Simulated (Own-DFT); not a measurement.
# How strain changes the stress of C40 NbSi2, 36 atoms (Nb12Si24)

No measurement is shown. These are fixed-geometry runs of a retired plane-wave code named Own-DFT, which no person has reviewed; spin and spin-orbit coupling are neglected.

Method: PBE; PseudoDojo norm-conserving scalar-relativistic files; cutoff 42 hartree; 4 x 4 x 5 k mesh centred on Gamma; cold (Marzari-Vanderbilt) smearing of 0.2 eV.

Caveats: forces on such cells failed a check on a denser k mesh; stress not checked against mesh or cutoff.

Unstrained cell vectors in Å: (0.000, 8.324, 0.000); (-9.613, 0.000, 0.000); (0.000, 0.000, 6.586). The unstrained cell was taken from the Materials Project. The random moves and any unrelaxed bonds add to the pressure at no strain. The cell is deformed uniformly in each run, and the atoms keep their fractional places. Each atom got a random Gaussian move of width 0.05 Å along each axis. Strains are tensor components in per cent; tension counts as positive stress, and P is minus the mean normal stress.

| run | e_xx (%) | e_yy (%) | e_zz (%) | e_yz (%) | e_xz (%) | e_xy (%) | s_xx (GPa) | s_yy (GPa) | s_zz (GPa) | s_yz (GPa) | s_xz (GPa) | s_xy (GPa) | P (GPa) | E (meV/atom) |
|---|---|---|---|---|---|---|---|---|---|---|---|---|---|---|
| 1 | 1.64 | 0.39 | 0.03 | -1.29 | 1.69 | 1.93 | 2.77 | 0.09 | -2.48 | -3.83 | 5.17 | 5.47 | -0.13 | 17.2 |
| 2 | -1.84 | -1.04 | 1.82 | -1.90 | 0.68 | 1.74 | -9.00 | -7.27 | 0.62 | -5.54 | 2.94 | 5.75 | 5.22 | 38.6 |
| 3 | -0.69 | 0.77 | -1.64 | 0.75 | -1.08 | 0.04 | -6.06 | -0.23 | -11.64 | 3.00 | -4.10 | 0.59 | 5.97 | 3.6 |
| 4 | 0.85 | 0.69 | 0.51 | -1.88 | 0.46 | -0.76 | 1.47 | 0.45 | -0.97 | -5.86 | 1.63 | -2.37 | -0.32 | 12.4 |
| 5 | -1.25 | -0.62 | -1.26 | -0.14 | -0.85 | -0.76 | -8.87 | -6.80 | -11.66 | 0.00 | -2.87 | -2.12 | 9.11 | 17.1 |
| 6 | -1.50 | -0.46 | -1.04 | 0.94 | -0.25 | 1.01 | -9.66 | -5.95 | -10.61 | 3.55 | -1.23 | 3.43 | 8.74 | 17.6 |
| 7 | -1.92 | 0.42 | 0.04 | -1.76 | 1.67 | -1.48 | -9.83 | -2.51 | -5.23 | -5.14 | 5.22 | -4.68 | 5.86 | 23.7 |
| 8 | -1.99 | -1.88 | 1.51 | -0.71 | 1.12 | -1.81 | -11.11 | -9.41 | -0.30 | -2.48 | 3.55 | -6.63 | 6.94 | 21.6 |
| 9 | 0.79 | -0.01 | -0.72 | 0.67 | 1.46 | 1.82 | -0.54 | -3.39 | -6.17 | 2.33 | 4.69 | 5.35 | 3.37 | 15.4 |
| 10 | -0.97 | -1.84 | -0.85 | -0.13 | 1.33 | 1.52 | -9.09 | -11.58 | -10.12 | -1.18 | 3.79 | 4.41 | 10.26 | 29.0 |
| 11 | 1.91 | -1.56 | 1.86 | 1.61 | -0.89 | 0.87 | 4.38 | -5.79 | 3.96 | 4.54 | -2.66 | 2.37 | -0.85 | 20.1 |
| 12 | -1.37 | -0.78 | -0.19 | -0.34 | -0.09 | 0.31 | -8.22 | -6.52 | -5.93 | -0.60 | 0.22 | 1.17 | 6.89 | 0.0 |
| 13 | -1.61 | -1.05 | 1.36 | 1.82 | -0.60 | -1.82 | -8.84 | -5.77 | 0.07 | 6.09 | -1.53 | -5.58 | 4.85 | 11.0 |
| 14 | 0.88 | -0.28 | 1.38 | -0.61 | 0.97 | -1.21 | 1.56 | -1.78 | 2.57 | -2.46 | 3.07 | -3.16 | -0.78 | 3.9 |
| 15 | -0.08 | 1.49 | 0.58 | 1.60 | -1.60 | 1.66 | ? | ? | ? | ? | ? | ? | ? | ? |

The last column gives the free energy per atom over the lowest of the runs shown.

## Fit

Regress every stress component on the fractional strains (shears doubled) of the visible runs, with a constant. Shear strains stay in the fit of a normal stress only where such slopes are resolved. The slopes, in GPa:

```
stress  at no strain  per e_xx  per e_yy  per e_zz  scatter
  s_xx          -2.9   368 ± 8   92 ± 14   81 ± 10     0.38
  s_yy          -2.6   60 ± 14  389 ± 24   77 ± 17     0.66
  s_zz          -4.2   82 ± 11   71 ± 19  435 ± 13     0.51
```

The slope of each shear stress on twice its own strain, from a fit on all six strains: yz 161 ± 4, xz 155 ± 6, xy 159 ± 5 GPa. These are stiffnesses along x, y and z of the frame in which the cell vectors are given, which need not be the crystal's axes. The atoms are held to the strained lattice; where symmetry lets them move under strain, relaxing them would lower some slopes. Symmetry asks for nearly equal slopes across the diagonal; the mismatch is a measure of noise. A ninth of the table's sum, 184 ± 5 GPa, estimates the bulk modulus near the mean pressure of these runs, 4.7 GPa, so it lies above the value at zero pressure.

## Check

The question: what normal stresses and pressure should run 15 give?

Estimate: s_xx = -1.4, s_yy = 3.6, s_zz = -0.7 and P = -0.5 GPa. Computed: -1.13, 3.11, -0.80 and P = -0.39 GPa.
